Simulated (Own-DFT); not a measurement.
# Which defects push the lattice out? C11b WSi2

Source: density functional calculations with Own-DFT, an unreviewed in-house program that is no longer used. Nothing was measured or relaxed, and spin and spin-orbit coupling are left out.

Settings: PBE; PseudoDojo norm-conserving scalar-relativistic files; cutoff 50 hartree; 5 x 5 x 5 k mesh centred on Gamma; cold (Marzari-Vanderbilt) smearing of 0.2 eV.

Limits: forces on such cells failed a check on a denser k mesh; stress not checked against mesh or cutoff.

All runs share one cell, with vectors in Å (-2.148, -5.953, 3.409); (-6.444, 2.976, 1.136); (-2.553, -2.948, -6.757) and a volume of 403.2 Å³. The atoms are randomly displaced, by u rms on each axis. The defect's site can differ from row to row.

```
              cell  formula   u (Å)  P (GPa)
         no defect  Si20W10  0.0227     4.42
         no defect  Si20W10  0.0469     5.72
         no defect  Si20W10  0.0562     5.99
     one W vacancy   Si20W9  0.0288     3.37
     one W vacancy   Si20W9  0.0306     3.27
     one W vacancy   Si20W9  0.0528     4.74
one W on a Si site  Si19W11  0.0291     9.62
one W on a Si site  Si19W11  0.0511    10.80
one W on a Si site  Si19W11  0.0548    12.36
one Si on a W site   Si21W9  0.0300     6.36
one Si on a W site   Si21W9  0.0313     5.95
one Si on a W site   Si21W9  0.0458     7.23
one Si on a W site   Si21W9  0.0506        ?
    one Si vacancy  Si19W10  0.0281     3.31
    one Si vacancy  Si19W10  0.0447     3.96
    one Si vacancy  Si19W10  0.0457     4.81
```

## Working it out

P = P0 + c u² + a shift for each defect gives P0 = 3.78 GPa, c = 813 ± 126 GPa/Å² and a scatter of 0.41 GPa. The shifts, and each times the cell's volume:

- one W on a Si site: 5.39 ± 0.34 GPa, 13.6 eV
- one Si on a W site: 1.65 ± 0.34 GPa, 4.2 eV
- one Si vacancy: -1.08 ± 0.34 GPa, -2.7 eV
- one W vacancy: -1.23 ± 0.34 GPa, -3.1 eV

Against the defect-free cell, a freed cell would be larger where the shift is positive and smaller where it is negative (160.2 GPa Å³ is 1 eV). The atoms around the defects weren't relaxed, which would change these numbers.

## Prediction

The question: what pressure belongs in the blank (one Si on a W site, u = 0.0506 Å)?

The fitted form gives 7.52 ± 0.50 GPa. The calculation gave 7.47 GPa.
